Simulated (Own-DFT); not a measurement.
# Which defects push the lattice out? zincblende GaAs

No measurement is shown. These are fixed-geometry runs of a retired plane-wave code named Own-DFT, which no person has reviewed; spin and spin-orbit coupling are neglected.

Common settings: PBE; PseudoDojo norm-conserving scalar-relativistic files; cutoff 42 hartree; 3 x 3 x 3 k mesh centred on Gamma; Fermi-Dirac smearing of 0.1 eV.

Keep in mind (not all hold for every row): not probed for a lower state with spin; forces not confirmed at this smearing and k mesh; stress not checked against mesh or cutoff.

All runs share one cell, with vectors in Å (11.737, 0.000, 0.000); (0.000, 11.737, 0.000); (0.000, 0.000, 10.833) and a volume of 1492.4 Å³, strained against the parent crystal. Atoms were moved at random from their sites; u is the rms move along one axis. The defect's site can differ from row to row.

```
cell,formula,u (Å),P (GPa)
no defect,As32Ga32,0.0305,1.24
no defect,As32Ga32,0.0459,1.53
no defect,As32Ga32,0.0499,1.54
one P on an As site,As31Ga32P,0.0301,1.02
one P on an As site,As31Ga32P,0.0301,?
one P on an As site,As31Ga32P,0.0303,1.01
one P on an As site,As31Ga32P,0.0304,1.01
one In on a Ga site,As32Ga31In,0.0457,2.15
one In on a Ga site,As32Ga31In,0.0469,2.02
one In on a Ga site,As32Ga31In,0.0497,2.15
one As vacancy and one Ga vacancy,As31Ga31,0.0308,0.92
one As vacancy and one Ga vacancy,As31Ga31,0.0488,1.28
one As vacancy and one Ga vacancy,As31Ga31,0.0530,1.27
one Al on a Ga site,AlAs32Ga31,0.0296,1.22
one Al on a Ga site,AlAs32Ga31,0.0319,1.24
one Al on a Ga site,AlAs32Ga31,0.0478,1.46
```

## What the rows give

P = P0 + c u² + a shift for each defect gives P0 = 1.08 GPa, c = 194 ± 22 GPa/Å² and a scatter of 0.05 GPa. The shifts, and each times the cell's volume:

- one In on a Ga site: 0.59 ± 0.04 GPa, 5.5 eV
- one Al on a Ga site: -0.04 ± 0.04 GPa, -0.4 eV (not resolved)
- one P on an As site: -0.24 ± 0.04 GPa, -2.3 eV
- one As vacancy and one Ga vacancy: -0.32 ± 0.04 GPa, -3.0 eV

Against the defect-free cell, a freed cell would be larger where the shift is positive and smaller where it is negative (160.2 GPa Å³ is 1 eV). The atoms around the defects weren't relaxed, which would change these numbers.

## Withheld run

The question: what pressure belongs in the blank (one P on an As site, u = 0.0301 Å)?

From the fit: 1.01 ± 0.05 GPa. The run itself gave 1.02 GPa.
